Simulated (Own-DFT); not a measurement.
# Energy and forces against displacement in zincblende GaP, 64 atoms (Ga32P32)

Calculated results; nothing here was measured. The program, named Own-DFT, is a retired in-house plane-wave density functional code that no person has reviewed. Each row is one single-point run on a periodic cell that was not relaxed, without spin or spin-orbit coupling.

Settings of every run: PBE; PseudoDojo norm-conserving scalar-relativistic files; cutoff 42 hartree; 3 x 3 x 3 k mesh centred on Gamma; Fermi-Dirac smearing of 0.1 eV.

Known limits, some of them of some rows only: some atoms lie very close together; forces on such cells passed a denser k mesh, each cell not checked; stress not checked against mesh or cutoff.

Cell vectors in Å: (10.901, 0.000, 0.000); (0.000, 10.901, 0.000); (0.000, 0.000, 10.901). In each run every atom was moved at random and independently from its ideal site; u is the rms move along one axis. E is the free energy for each atom above the fitted value at u = 0, and F the rms of the force components.

```
run   u (Å)  E (meV/atom)  F (eV/Å)  largest force (eV/Å)  P (GPa)
  1  0.0190           6.6     0.277                  1.07     2.71
  2  0.0207           7.8     0.292                  0.90     2.72
  3  0.0535          47.6     0.745                  3.30     3.33
  4  0.0546          55.0     0.811                  2.81     3.41
  5  0.1016             ?         ?                     ?        ?
  6  0.1038         200.8     1.634                  5.76     5.56
  7  0.1430         347.5     2.243                  7.99     7.46
  8  0.1928         608.3     3.074                 15.78    11.35
```

## Worked fit

For small independent moves the energy grows as E = (3/2) K u², with K the mean stiffness felt by one atom. The runs with u up to 0.11 Å give K = 12.0 ± 0.4 eV/Å², with residuals divided by u² + 0.0006 Å², since the noise grows with the moves. The scatter is 2.4 meV/atom at u = 0.05 Å. The forces follow F = G u with G = 14.6 eV/Å²; no force at u = 0 is resolved. G exceeds K because the moves of its neighbours add to the force on an atom, and stiffness differs between atoms. At u = 0.193 Å the parabola gives 669 meV/atom and the run 608. The pressure follows P = 2.59 + 274 u² GPa: at fixed volume, shortened bonds push harder than stretched ones pull.

## Withheld run

Question: what energy and rms force should run 5 give?

The fit gives 186 ± 10 meV/atom and about 1.48 eV/Å. The calculation gave 183.7 meV/atom and 1.592 eV/Å.
